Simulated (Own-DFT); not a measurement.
# How strain changes the stress of diamond-structure SiGeSn with randomly placed atoms, 64 atoms (Ge48Si8Sn8)

These are calculations, not measurements. They come from Own-DFT, an in-house plane-wave density functional program, since retired, whose code no person has reviewed. Each row is one single-point run on a periodic cell that was not relaxed, without spin or spin-orbit coupling.

Settings of every run: PBE; PseudoDojo norm-conserving scalar-relativistic files; cutoff 49 hartree; 3 x 3 x 3 k mesh centred on Gamma; Fermi-Dirac smearing of 0.1 eV.

Known limits: forces on such cells moved up to 12 meV/angstrom on a denser k mesh; stress not checked against mesh or cutoff.

Unstrained cell vectors in Å: (11.467, 0.000, 0.000); (0.000, 11.467, 0.000); (0.000, 0.000, 11.467). The unstrained cell has measured lattice constants (interpolated for alloys), not those of this functional. That, the random moves and any unrelaxed bonds set the pressure at no strain. Each run strains this cell uniformly, with the atoms carried along. Every atom was also moved at random, by a Gaussian of width 0.05 Å on each axis. The random placing of the alloy's atoms differs from row to row. Strain is the symmetric tensor, in per cent. Stress is positive in tension, and the pressure is minus a third of its trace.

| run | e_xx (%) | e_yy (%) | e_zz (%) | s_xx (GPa) | s_yy (GPa) | s_zz (GPa) | P (GPa) | E (meV/atom) |
|---|---|---|---|---|---|---|---|---|
| 1 | 2.75 | 2.75 | 0.00 | -0.82 | -0.65 | -2.22 | 1.23 | 0.0 |
| 2 | 1.75 | 1.75 | 0.00 | -2.42 | -2.57 | -3.21 | 2.73 | 21.0 |
| 3 | -0.50 | -0.50 | 0.00 | -6.01 | -6.12 | -5.62 | 5.92 | 41.4 |
| 4 | -2.25 | -2.25 | 0.00 | -9.39 | -9.35 | -8.09 | 8.94 | 73.7 |
| 5 | 2.00 | 2.00 | 0.00 | -1.72 | -1.63 | -2.94 | 2.10 | 1.1 |
| 6 | -1.00 | -1.00 | 0.00 | -6.79 | -6.93 | -6.23 | 6.65 | 44.5 |
| 7 | 2.25 | 2.25 | 0.00 | -1.48 | -1.61 | -2.82 | 1.97 | 12.2 |
| 8 | 1.25 | 1.25 | 0.00 | -2.83 | -2.93 | -3.65 | 3.14 | 6.7 |
| 9 | 0.25 | 0.25 | 0.00 | ? | ? | ? | ? | ? |

E is the free energy for each atom above the lowest run shown.

## Worked fit

The change of volume is close to e_xx + e_yy + e_zz. A straight line through the runs shown gives P = 5.30 - 76 x (fractional change of volume) GPa, with an error of 2 on the slope and a scatter of 0.21 GPa. The strain isn't the same on all axes, but the crystal is cubic, so the slope still estimates the bulk modulus, averaged over pressures from 1.2 to 8.9 GPa.

## Withheld run

Question: what pressure should run 9 give? Its volume changes by 0.50 %.

The line gives 4.9 GPa. The calculation gave 4.64 GPa.
